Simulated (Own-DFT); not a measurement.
# Computed records: GaN (wurtzite, atoms displaced), SiC (2H silicon carbide, atoms displaced)

Computed with Own-DFT development build. A calculation, not a measurement: plane-wave PBE density functional theory by an unreviewed code, no spin, of a simulated periodic cell, stress positive in tension, free energy of the whole cell less one offset for each atom, forces on such cells passed a denser k mesh, this cell's mesh not checked; offsets are fitted by least squares, one for each functional and potential file, so energies compare only between cells with the same atoms and settings and are not formation energies; the far tail of each file's local potential was reset to the Coulomb form; each entry is a single point on an unrelaxed cell, so the pressure reflects the starting lattice, mostly measured values (interpolated for alloys), from which strain is counted, and rises with the displacements; printed positions are rounded, which can move forces by about a meV/angstrom; the program, named Own-DFT, is a retired in-house code; no spin-orbit coupling; before rounding, a Quantum ESPRESSO 7.3.1 run of the same cell and cutoff gave forces within 1 meV/angstrom rms on each cell, which checks the program and not the settings.

Settings shared by all entries: functional PBE; potential files PseudoDojo norm-conserving, scalar-relativistic, standard set; wave cutoff 42 hartree; occupations Fermi-Dirac; smearing width 0.1 eV.

(1) 
```cif
# cell vector a (Å): 12.7560 0.0000 0.0000
# cell vector b (Å): -4.7835 8.2853 0.0000
# cell vector c (Å): 0.0000 0.0000 10.3700
data_GaN
_symmetry_space_group_name_H-M 'P 1'
_symmetry_Int_Tables_number 1
_cell_length_a 12.7560
_cell_length_b 9.5670
_cell_length_c 10.3700
_cell_angle_alpha 90.000
_cell_angle_beta 90.000
_cell_angle_gamma 120.000
_cell_volume 1095.98
loop_
_atom_site_label
_atom_site_type_symbol
_atom_site_fract_x
_atom_site_fract_y
_atom_site_fract_z
_atom_site_occupancy
Ga1 Ga 0.08199 0.21879 0.00068 1
Ga2 Ga 0.16764 0.11115 0.25249 1
N1 N 0.08334 0.22110 0.19192 1
N2 N 0.16892 0.10883 0.43592 1
Ga3 Ga 0.08434 0.21874 0.49811 1
Ga4 Ga 0.16411 0.11038 0.74787 1
N3 N 0.08456 0.22257 0.68602 1
N4 N 0.16444 0.11150 0.93727 1
Ga5 Ga 0.08285 0.55556 0.99917 1
Ga6 Ga 0.17053 0.44653 0.25069 1
N5 N 0.08261 0.55216 0.18976 1
N6 N 0.16574 0.44484 0.43867 1
Ga7 Ga 0.08595 0.55502 0.50000 1
Ga8 Ga 0.16370 0.43779 0.75138 1
N7 N 0.08362 0.55443 0.68982 1
N8 N 0.16880 0.44533 0.93760 1
Ga9 Ga 0.08234 0.88684 0.00153 1
Ga10 Ga 0.16441 0.77619 0.24905 1
N9 N 0.08302 0.88910 0.18951 1
N10 N 0.16617 0.77862 0.43662 1
Ga11 Ga 0.08508 0.89082 0.50423 1
Ga12 Ga 0.16510 0.77646 0.75018 1
N11 N 0.08255 0.88433 0.69059 1
N12 N 0.16559 0.77461 0.93766 1
Ga13 Ga 0.33445 0.22251 0.00176 1
Ga14 Ga 0.41692 0.11362 0.25145 1
N13 N 0.33235 0.22089 0.18831 1
N14 N 0.41734 0.10899 0.44206 1
Ga15 Ga 0.33359 0.22425 0.50211 1
Ga16 Ga 0.41642 0.11240 0.74918 1
N15 N 0.33557 0.21911 0.68949 1
N16 N 0.41748 0.10940 0.94187 1
Ga17 Ga 0.33522 0.55368 0.00292 1
Ga18 Ga 0.41499 0.44607 0.24885 1
N17 N 0.33320 0.55433 0.18744 1
N18 N 0.41571 0.44340 0.43966 1
Ga19 Ga 0.33244 0.55670 0.50284 1
Ga20 Ga 0.41584 0.44714 0.75187 1
N19 N 0.33433 0.55468 0.68847 1
N20 N 0.41856 0.44340 0.93537 1
Ga21 Ga 0.33285 0.89022 0.99638 1
Ga22 Ga 0.41402 0.77624 0.24987 1
N21 N 0.33401 0.89065 0.18736 1
N22 N 0.41657 0.77744 0.43817 1
Ga23 Ga 0.33079 0.88546 0.49697 1
Ga24 Ga 0.41452 0.77695 0.74562 1
N23 N 0.33251 0.88434 0.69051 1
N24 N 0.41818 0.77887 0.93470 1
Ga25 Ga 0.58581 0.22354 0.00034 1
Ga26 Ga 0.66877 0.11464 0.24992 1
N25 N 0.58174 0.22168 0.18453 1
N26 N 0.66347 0.11147 0.43635 1
Ga27 Ga 0.58394 0.22523 0.50071 1
Ga28 Ga 0.66805 0.11315 0.75091 1
N27 N 0.58663 0.22332 0.68979 1
N28 N 0.66477 0.10660 0.93957 1
Ga29 Ga 0.57799 0.55409 0.99791 1
Ga30 Ga 0.66631 0.44175 0.24832 1
N29 N 0.58347 0.55689 0.18407 1
N30 N 0.66336 0.44507 0.44075 1
Ga31 Ga 0.58332 0.55456 0.49900 1
Ga32 Ga 0.66691 0.44717 0.75144 1
N31 N 0.58103 0.55118 0.68749 1
N32 N 0.66689 0.44032 0.93807 1
Ga33 Ga 0.58228 0.88938 0.00083 1
Ga34 Ga 0.66617 0.77775 0.25035 1
N33 N 0.58540 0.89228 0.18833 1
N34 N 0.66678 0.78012 0.43828 1
Ga35 Ga 0.57900 0.88451 0.49770 1
Ga36 Ga 0.66820 0.77879 0.74921 1
N35 N 0.58840 0.89020 0.69015 1
N36 N 0.66635 0.77957 0.94179 1
Ga37 Ga 0.83095 0.21939 0.00100 1
Ga38 Ga 0.91723 0.11166 0.24796 1
N37 N 0.83503 0.22000 0.18876 1
N38 N 0.91812 0.11017 0.43948 1
Ga39 Ga 0.83002 0.21781 0.49869 1
Ga40 Ga 0.91443 0.10521 0.74595 1
N39 N 0.83271 0.22206 0.69335 1
N40 N 0.91469 0.11062 0.93702 1
Ga41 Ga 0.83010 0.55466 0.99866 1
Ga42 Ga 0.91713 0.44797 0.24696 1
N41 N 0.83135 0.55425 0.18769 1
N42 N 0.91782 0.44598 0.43908 1
Ga43 Ga 0.83234 0.55443 0.50090 1
Ga44 Ga 0.91577 0.44702 0.74869 1
N43 N 0.83365 0.55555 0.68730 1
N44 N 0.91344 0.43936 0.93457 1
Ga45 Ga 0.83772 0.89451 0.00192 1
Ga46 Ga 0.91432 0.77289 0.24468 1
N45 N 0.83285 0.88822 0.18922 1
N46 N 0.91765 0.77905 0.43951 1
Ga47 Ga 0.83462 0.89015 0.50088 1
Ga48 Ga 0.91433 0.77582 0.75170 1
N47 N 0.83343 0.88784 0.68593 1
N48 N 0.91557 0.77756 0.93899 1
_calc_k_mesh '3 x 4 x 3 centred on Gamma'
_calc_free_energy_of_cell_above_offsets '19.048'  # eV
_calc_pressure 5.9  # GPa
_calc_stress_xx -5.97  # GPa
_calc_stress_yy -5.57  # GPa
_calc_stress_zz -6.16  # GPa
_calc_stress_yz 0.18  # GPa
_calc_stress_xz -0.34  # GPa
_calc_stress_xy 0.45  # GPa
```

Force:
```tsv
element	x (eV/Å)	y (eV/Å)	z (eV/Å)
Ga	-0.29	0.566	0.107
Ga	-0.172	-0.222	-0.595
N	0.236	0.268	-0.441
N	-0.257	0.266	0.843
Ga	-0.206	0.388	-0.154
Ga	0.759	-0.155	0.381
N	-0.278	-0.564	-0.062
N	0.651	-0.263	0.099
Ga	0.002	-0.566	-0.038
Ga	-0.766	-0.545	0.029
N	0.12	0.39	-0.418
N	0.703	-0.276	-0.068
Ga	-0.831	0.141	0.2
Ga	0.071	0.927	-0.097
N	0.046	-0.099	-0.233
N	-0.112	-0.373	0.494
Ga	0.18	0.256	-0.298
Ga	0.394	0.173	-0.076
N	-0.085	-0.145	-0.253
N	0.008	-0.267	0.255
Ga	-0.229	-0.589	-0.614
Ga	0.527	-0.255	0.073
N	-0.496	0.57	-0.036
N	-0.3	0.397	0.21
Ga	-0.174	-0.419	-0.48
Ga	0.212	-0.396	0.087
N	-0.052	0.414	0.155
N	-0.403	0.31	-0.443
Ga	0.488	-0.335	-0.134
Ga	0.915	-0.505	0.409
N	-1.208	0.554	-0.013
N	-0.316	0.573	-0.689
Ga	-0.424	0.54	-1.085
Ga	0.878	-0.302	0.436
N	-0.019	0.339	0.193
N	-0.212	0.307	-0.37
Ga	0.236	-0.353	-0.353
Ga	0.476	-0.578	-0.674
N	-0.597	-0.195	0.056
N	-0.865	-0.376	0.585
Ga	0.449	-0.534	0.396
Ga	0.463	0.661	-0.284
N	-0.272	-0.262	0.093
N	-0.437	-0.438	-0.14
Ga	0.089	0.38	0.607
Ga	1.035	0.122	0.666
N	-0.598	0.686	-0.699
N	-0.317	-0.522	0.486
Ga	-0.171	-0.616	-0.425
Ga	-0.262	-0.343	-0.192
N	0.312	0.14	0.84
N	0.379	-0.146	0.286
Ga	0.008	-0.397	0.315
Ga	-0.058	-0.441	0.182
N	-0.604	0.026	-0.084
N	-0.016	0.645	-0.053
Ga	1.455	0.61	0.038
Ga	-0.689	0.194	0.28
N	-0.117	-0.38	0.718
N	0.852	-0.046	-0.815
Ga	-0.55	0.492	0.211
Ga	0.177	-0.478	-0.248
N	0.041	0.656	0.189
N	-0.796	0.67	0.019
Ga	0.052	-0.274	-0.088
Ga	-0.048	0.064	-0.219
N	-0.447	-0.424	0.333
N	0.154	-0.354	0.039
Ga	0.652	0.815	0.597
Ga	-0.172	-0.478	0.528
N	-1.038	-0.126	-0.684
N	0.559	-0.225	-0.568
Ga	0.026	0.093	-0.367
Ga	0.214	-0.324	0.667
N	-0.542	0.641	-0.05
N	-0.338	0.182	-0.227
Ga	0.201	0.493	0.383
Ga	-0.153	0.887	0.504
N	0.409	0.05	-1.018
N	0.475	0.219	-0.115
Ga	0.59	-0.125	-0.115
Ga	0.269	-0.686	0.673
N	0.168	-0.23	-0.277
N	-0.157	-0.373	-0.23
Ga	0.116	0.305	-0.376
Ga	0.49	-0.479	-0.073
N	-0.428	0.176	0.266
N	0.037	0.664	0.873
Ga	-0.802	-0.773	-0.132
Ga	-0.032	0.809	1.141
N	0.175	0.08	-0.024
N	0.06	-0.217	-0.383
Ga	-0.064	-0.378	-0.664
Ga	0.275	0.056	-0.258
N	0.186	-0.298	0.414
N	0.133	-0.052	0.076
```

(2) 
```cif
# cell vector a (Å): 12.7560 0.0000 0.0000
# cell vector b (Å): -4.7835 8.2853 0.0000
# cell vector c (Å): 0.0000 0.0000 10.3700
data_GaN
_symmetry_space_group_name_H-M 'P 1'
_symmetry_Int_Tables_number 1
_cell_length_a 12.7560
_cell_length_b 9.5670
_cell_length_c 10.3700
_cell_angle_alpha 90.000
_cell_angle_beta 90.000
_cell_angle_gamma 120.000
_cell_volume 1095.98
loop_
_atom_site_label
_atom_site_type_symbol
_atom_site_fract_x
_atom_site_fract_y
_atom_site_fract_z
_atom_site_occupancy
Ga1 Ga 0.08471 0.22562 0.99769 1
Ga2 Ga 0.16704 0.11309 0.24950 1
N1 N 0.08394 0.22487 0.18720 1
N2 N 0.17003 0.11476 0.43675 1
Ga3 Ga 0.08487 0.22054 0.49786 1
Ga4 Ga 0.16689 0.10831 0.74978 1
N3 N 0.08041 0.21992 0.68948 1
N4 N 0.16622 0.10975 0.93867 1
Ga5 Ga 0.08511 0.55503 0.99946 1
Ga6 Ga 0.16819 0.44212 0.24751 1
N5 N 0.08040 0.55096 0.18907 1
N6 N 0.16207 0.43852 0.43849 1
Ga7 Ga 0.08415 0.55661 0.49775 1
Ga8 Ga 0.16737 0.44636 0.74932 1
N7 N 0.08315 0.55267 0.68730 1
N8 N 0.16762 0.44129 0.93820 1
Ga9 Ga 0.07955 0.88558 0.99914 1
Ga10 Ga 0.16970 0.77786 0.24943 1
N9 N 0.08131 0.88644 0.19167 1
N10 N 0.16657 0.77640 0.43929 1
Ga11 Ga 0.08477 0.88932 0.49847 1
Ga12 Ga 0.16301 0.77483 0.75269 1
N11 N 0.08111 0.88433 0.68788 1
N12 N 0.16616 0.77677 0.94125 1
Ga13 Ga 0.33477 0.22662 0.00255 1
Ga14 Ga 0.41415 0.10822 0.25137 1
N13 N 0.32862 0.21594 0.19182 1
N14 N 0.41719 0.10953 0.43654 1
Ga15 Ga 0.33219 0.22308 0.50110 1
Ga16 Ga 0.41723 0.11443 0.75028 1
N15 N 0.33074 0.21922 0.69008 1
N16 N 0.41632 0.11076 0.93862 1
Ga17 Ga 0.33285 0.55332 0.99975 1
Ga18 Ga 0.41782 0.44386 0.25249 1
N17 N 0.33449 0.55685 0.18645 1
N18 N 0.41680 0.44575 0.44085 1
Ga19 Ga 0.33335 0.55946 0.50109 1
Ga20 Ga 0.41648 0.44563 0.75217 1
N19 N 0.33509 0.55270 0.68491 1
N20 N 0.41750 0.44876 0.93878 1
Ga21 Ga 0.33298 0.88891 0.00384 1
Ga22 Ga 0.42132 0.78016 0.25010 1
N21 N 0.33257 0.88903 0.18853 1
N22 N 0.41571 0.78082 0.43831 1
Ga23 Ga 0.33229 0.88763 0.50139 1
Ga24 Ga 0.41740 0.78048 0.74689 1
N23 N 0.33461 0.88895 0.68753 1
N24 N 0.41642 0.77752 0.93939 1
Ga25 Ga 0.58444 0.21881 0.99978 1
Ga26 Ga 0.66861 0.11337 0.25103 1
N25 N 0.58240 0.22383 0.18897 1
N26 N 0.66702 0.11267 0.44143 1
Ga27 Ga 0.58555 0.22681 0.49732 1
Ga28 Ga 0.66498 0.10642 0.75096 1
N27 N 0.58457 0.22468 0.68723 1
N28 N 0.66807 0.10847 0.93641 1
Ga29 Ga 0.58518 0.55786 0.99390 1
Ga30 Ga 0.66712 0.44071 0.25064 1
N29 N 0.58469 0.55895 0.18632 1
N30 N 0.66851 0.44841 0.43878 1
Ga31 Ga 0.58211 0.55230 0.49802 1
Ga32 Ga 0.66548 0.44619 0.74677 1
N31 N 0.58353 0.55824 0.69036 1
N32 N 0.66867 0.44606 0.93705 1
Ga33 Ga 0.58466 0.88809 0.99657 1
Ga34 Ga 0.66380 0.77554 0.25071 1
N33 N 0.58416 0.88518 0.18927 1
N34 N 0.66446 0.77621 0.43973 1
Ga35 Ga 0.58391 0.88867 0.49979 1
Ga36 Ga 0.66859 0.77934 0.75065 1
N35 N 0.58304 0.88663 0.68950 1
N36 N 0.66655 0.77892 0.93754 1
Ga37 Ga 0.82993 0.21876 0.99908 1
Ga38 Ga 0.91589 0.10960 0.25266 1
N37 N 0.83441 0.22105 0.18798 1
N38 N 0.91875 0.11157 0.43826 1
Ga39 Ga 0.83253 0.22073 0.50032 1
Ga40 Ga 0.91510 0.11205 0.74932 1
N39 N 0.83065 0.22292 0.69033 1
N40 N 0.91536 0.11009 0.94029 1
Ga41 Ga 0.83428 0.55510 0.00174 1
Ga42 Ga 0.91883 0.44647 0.25057 1
N41 N 0.83539 0.55489 0.18812 1
N42 N 0.91502 0.44485 0.43808 1
Ga43 Ga 0.83239 0.55752 0.49962 1
Ga44 Ga 0.91692 0.44526 0.74833 1
N43 N 0.83189 0.55446 0.68965 1
N44 N 0.91716 0.44823 0.93998 1
Ga45 Ga 0.83477 0.89468 0.99896 1
Ga46 Ga 0.91495 0.78137 0.25038 1
N45 N 0.83450 0.88716 0.19035 1
N46 N 0.91646 0.77814 0.43419 1
Ga47 Ga 0.83574 0.89310 0.50228 1
Ga48 Ga 0.91809 0.77889 0.74877 1
N47 N 0.83582 0.89129 0.68905 1
N48 N 0.91962 0.77916 0.93770 1
_calc_k_mesh '3 x 4 x 3 centred on Gamma'
_calc_free_energy_of_cell_above_offsets '18.959'  # eV
_calc_pressure 5.91  # GPa
_calc_stress_xx -6.2  # GPa
_calc_stress_yy -5.6  # GPa
_calc_stress_zz -5.95  # GPa
_calc_stress_yz 0.21  # GPa
_calc_stress_xz 0.02  # GPa
_calc_stress_xy -0.06  # GPa
```

Force:
```tsv
element	x (eV/Å)	y (eV/Å)	z (eV/Å)
Ga	-0.01	-0.959	0.316
Ga	-0.584	-0.735	-0.165
N	-0.006	-0.635	-0.041
N	-0.255	-0.649	0.283
Ga	-0.262	0.061	0.691
Ga	-0.69	0.031	0.236
N	0.532	0.195	-0.211
N	0.144	0.181	0.055
Ga	-0.359	-0.231	0.281
Ga	-0.406	0.47	0.419
N	0.904	0.691	-0.178
N	0.634	0.9	-0.242
Ga	-0.26	-0.519	0.133
Ga	0.34	-0.519	-0.176
N	-0.181	0.397	0.051
N	-0.305	0.732	-0.32
Ga	0.691	0.591	0.791
Ga	-0.907	-0.437	0.059
N	0.339	0.309	-0.397
N	0.063	0.246	-0.247
Ga	-0.291	-0.061	-0.161
Ga	0.734	0.137	-0.206
N	0.326	0.505	-0.265
N	0.119	0.078	-0.264
Ga	-0.01	-0.563	-0.176
Ga	0.169	0.26	-0.188
N	0.734	1.114	-0.504
N	-0.276	0.371	0.59
Ga	0.656	-0.041	-0.021
Ga	0.334	-0.405	-0.052
N	0.249	0.568	-0.251
N	0.052	0.215	0.22
Ga	-0.113	0.654	0.065
Ga	-0.076	0.001	-0.433
N	0.168	-0.109	0.499
N	-0.191	-0.121	-0.257
Ga	-0.124	-0.513	-0.632
Ga	0.208	-0.304	-0.38
N	-0.682	0.525	0.728
N	0.31	-0.537	-0.036
Ga	0.072	0.013	-0.746
Ga	-0.749	-0.336	-0.1
N	0.696	-0.134	0.25
N	0.484	-0.274	-0.048
Ga	-0.094	0.405	-0.123
Ga	-0.007	-0.6	0.629
N	-0.677	0.062	0.374
N	-0.057	0.023	-0.315
Ga	-0.443	0.55	-0.165
Ga	-0.069	-0.321	-0.049
N	0.268	-0.731	-0.095
N	0.062	-0.235	-0.507
Ga	-0.249	-0.51	0.467
Ga	-0.376	0.623	-0.553
N	-0.092	-0.376	0.032
N	-0.612	0.007	0.322
Ga	0.19	-0.259	0.866
Ga	-0.214	1.044	-0.453
N	0.167	-0.875	0.027
N	-0.158	-0.4	-0.245
Ga	-0.169	0.631	0.601
Ga	0.361	-0.187	0.542
N	-0.089	-0.243	-0.431
N	-0.131	-0.43	0.029
Ga	-0.513	-0.256	0.638
Ga	0.89	0.142	0.125
N	-0.32	1.067	-0.475
N	0.475	0.216	0.017
Ga	-0.264	0.037	0.15
Ga	0.029	-0.057	-0.271
N	0.094	0.17	-0.287
N	0.52	0.162	-0.055
Ga	0.657	0.915	0.229
Ga	0.219	0.13	-0.619
N	-0.325	0.062	0.116
N	-0.407	0.032	0.263
Ga	0.218	0.469	0.133
Ga	0.13	0.181	0.296
N	0.368	-0.212	-0.292
N	0.082	0.686	-0.515
Ga	-0.291	0.344	-0.188
Ga	-0.349	-0.418	-0.035
N	-0.536	0.098	0.309
N	0.181	-0.1	0.288
Ga	0.541	0.169	0.172
Ga	-0.203	-0.057	0.467
N	0.134	0.403	-0.438
N	0.529	-0.775	-0.436
Ga	0.435	-1.028	0.446
Ga	0.883	-0.844	-0.309
N	-1.096	0.462	-0.545
N	-0.028	0.278	1.115
Ga	-0.134	-0.703	-0.454
Ga	-0.33	-0.419	0.333
N	-0.295	-0.22	0.013
N	-1.126	-0.273	-0.114
```

(3) 
```cif
# cell vector a (Å): 6.1654 0.0000 0.0000
# cell vector b (Å): -3.0827 5.3394 0.0000
# cell vector c (Å): 0.0000 0.0000 10.0681
data_SiC
_symmetry_space_group_name_H-M 'P 1'
_symmetry_Int_Tables_number 1
_cell_length_a 6.1654
_cell_length_b 6.1654
_cell_length_c 10.0681
_cell_angle_alpha 90.000
_cell_angle_beta 90.000
_cell_angle_gamma 120.000
_cell_volume 331.44
loop_
_atom_site_label
_atom_site_type_symbol
_atom_site_fract_x
_atom_site_fract_y
_atom_site_fract_z
_atom_site_occupancy
Si1 Si 0.98301 0.98367 0.99489 1
Si2 Si 0.18165 0.35695 0.24088 1
C1 C 0.00633 0.98039 0.20297 1
C2 C 0.14962 0.33772 0.44109 1
Si3 Si 0.00618 0.00685 0.48125 1
Si4 Si 0.18092 0.30884 0.75559 1
C3 C 0.97923 0.99466 0.68719 1
C4 C 0.16427 0.32644 0.92333 1
Si5 Si 0.98134 0.48919 0.99302 1
Si6 Si 0.13860 0.82221 0.24873 1
C5 C 0.96919 0.49185 0.18671 1
C6 C 0.18748 0.81672 0.42096 1
Si7 Si 0.99984 0.51163 0.51908 1
Si8 Si 0.16181 0.81743 0.75517 1
C7 C 0.04632 0.53718 0.67152 1
C8 C 0.13979 0.81496 0.94861 1
Si9 Si 0.48061 0.00056 0.00771 1
Si10 Si 0.66252 0.35418 0.25423 1
C9 C 0.52543 0.01755 0.20759 1
C10 C 0.66404 0.31987 0.42542 1
Si11 Si 0.46426 0.97260 0.50250 1
Si12 Si 0.67308 0.35073 0.75472 1
C11 C 0.49662 0.02828 0.70937 1
C12 C 0.66594 0.33719 0.94528 1
Si13 Si 0.50508 0.50551 0.97628 1
Si14 Si 0.70580 0.81599 0.24624 1
C13 C 0.50256 0.48080 0.19044 1
C14 C 0.64875 0.85399 0.43535 1
Si15 Si 0.49746 0.48959 0.51429 1
Si16 Si 0.68290 0.85313 0.75031 1
C15 C 0.49925 0.53322 0.67928 1
C16 C 0.64998 0.81273 0.93194 1
_calc_k_mesh '5 x 5 x 3 centred on Gamma'
_calc_free_energy_of_cell_above_offsets '8.645'  # eV
_calc_pressure 13.21  # GPa
_calc_stress_xx -11.27  # GPa
_calc_stress_yy -10.4  # GPa
_calc_stress_zz -17.96  # GPa
_calc_stress_yz -0.69  # GPa
_calc_stress_xz -2.13  # GPa
_calc_stress_xy -1.33  # GPa
```

Force:
```tsv
element	x (eV/Å)	y (eV/Å)	z (eV/Å)
Si	-0.381	0.733	1.479
Si	-2.036	-1.684	2.905
C	-2.261	6.869	-5.364
C	2.231	0.68	-0.689
Si	-1.564	-1.093	1.658
Si	-1.788	1.887	-5.321
C	4.596	1.147	-1.402
C	-0.849	-0.33	5.07
Si	2.005	0.096	2.732
Si	8.966	-1.963	-0.094
C	3.824	0.931	-1.847
C	-5.857	-1.05	2.93
Si	-1.082	-2.499	-12.77
Si	-1.169	3.571	0.953
C	-0.373	-3.426	11.24
C	1.596	1.034	-2.21
Si	1.498	-0.717	1.789
Si	3.517	-5.125	0.145
C	-0.907	-2.698	-3.999
C	-1.215	1.475	6.634
Si	2.945	4.952	0.735
Si	0.223	1.456	-1.12
C	0.92	-2.091	-2.717
C	-0.673	-1.721	-2.824
Si	-1.095	-2.773	4.297
Si	-9.022	-0.044	2.647
C	-4.001	3.583	-3.905
C	5.141	-3.298	0.248
Si	-0.465	0.653	-7.408
Si	-3.972	-1.016	-0.189
C	1.759	-1.987	5.824
C	-0.51	4.45	0.572
```

(4) 
```cif
# cell vector a (Å): 6.1654 0.0000 0.0000
# cell vector b (Å): -3.0827 5.3394 0.0000
# cell vector c (Å): 0.0000 0.0000 10.0681
data_SiC
_symmetry_space_group_name_H-M 'P 1'
_symmetry_Int_Tables_number 1
_cell_length_a 6.1654
_cell_length_b 6.1654
_cell_length_c 10.0681
_cell_angle_alpha 90.000
_cell_angle_beta 90.000
_cell_angle_gamma 120.000
_cell_volume 331.44
loop_
_atom_site_label
_atom_site_type_symbol
_atom_site_fract_x
_atom_site_fract_y
_atom_site_fract_z
_atom_site_occupancy
Si1 Si 0.01628 0.98783 0.99733 1
Si2 Si 0.14730 0.35856 0.25545 1
C1 C 0.01760 0.00579 0.18902 1
C2 C 0.14121 0.34244 0.43877 1
Si3 Si 0.00745 0.00760 0.50345 1
Si4 Si 0.14802 0.32361 0.75828 1
C3 C 0.98958 0.01124 0.68176 1
C4 C 0.17212 0.35783 0.92861 1
Si5 Si 0.99858 0.48148 0.00466 1
Si6 Si 0.15419 0.83030 0.24415 1
C5 C 0.99068 0.48826 0.17198 1
C6 C 0.17621 0.81455 0.44775 1
Si7 Si 0.98946 0.48867 0.50446 1
Si8 Si 0.17393 0.84506 0.73465 1
C7 C 0.99783 0.46282 0.67814 1
C8 C 0.17324 0.88737 0.93454 1
Si9 Si 0.48920 0.98196 0.01063 1
Si10 Si 0.67078 0.34744 0.24543 1
C9 C 0.48952 0.98835 0.19531 1
C10 C 0.70239 0.33970 0.43652 1
Si11 Si 0.48071 0.99247 0.49470 1
Si12 Si 0.68138 0.35040 0.75171 1
C11 C 0.52300 0.98955 0.69334 1
C12 C 0.67249 0.33908 0.93607 1
Si13 Si 0.48932 0.50854 0.00938 1
Si14 Si 0.68313 0.84805 0.25238 1
C13 C 0.55110 0.54802 0.19407 1
C14 C 0.63818 0.80567 0.45221 1
Si15 Si 0.43727 0.50101 0.50518 1
Si16 Si 0.63441 0.83644 0.75165 1
C15 C 0.51829 0.49614 0.70385 1
C16 C 0.67645 0.84955 0.92424 1
_calc_k_mesh '5 x 5 x 3 centred on Gamma'
_calc_free_energy_of_cell_above_offsets '8.400'  # eV
_calc_pressure 14.38  # GPa
_calc_stress_xx -20.43  # GPa
_calc_stress_yy -7.96  # GPa
_calc_stress_zz -14.74  # GPa
_calc_stress_yz -1.03  # GPa
_calc_stress_xz -2.44  # GPa
_calc_stress_xy 6.57  # GPa
```

Force:
```tsv
element	x (eV/Å)	y (eV/Å)	z (eV/Å)
Si	-11.42	5.11	3.484
Si	4.602	-2.011	-0.397
C	-2.347	2.254	-0.07
C	1.71	-3.524	-2.355
Si	-1.73	-2.184	-0.767
Si	3.698	-0.081	-2.191
C	1.653	-1.404	1.498
C	0.972	-1.44	4.361
Si	-2.692	1.498	-5.018
Si	2.297	-0.845	2.063
C	-0.934	2.047	4.406
C	-4.989	0.67	-2.605
Si	-0.657	2.26	1.031
Si	-0.348	-0.334	1.871
C	-2.316	4.062	2.306
C	11.09	-7.046	-4.575
Si	0.291	2.555	-2.872
Si	0.263	-1.836	1.879
C	0.267	1.404	-0.515
C	-6.39	-3.163	-2.254
Si	5.153	3.1	1.792
Si	1.688	-2.965	0.745
C	-11.46	6.4	-5.368
C	-0.428	-0.173	2.042
Si	2.664	0.804	-2.69
Si	-0.838	1.672	2.553
C	-3.226	-4.63	-1.798
C	1.596	4.001	-2.969
Si	6.863	-0.309	2.639
Si	10.47	-5.804	1.702
C	-5.365	0.869	-3.141
C	-0.133	-0.957	5.209
```
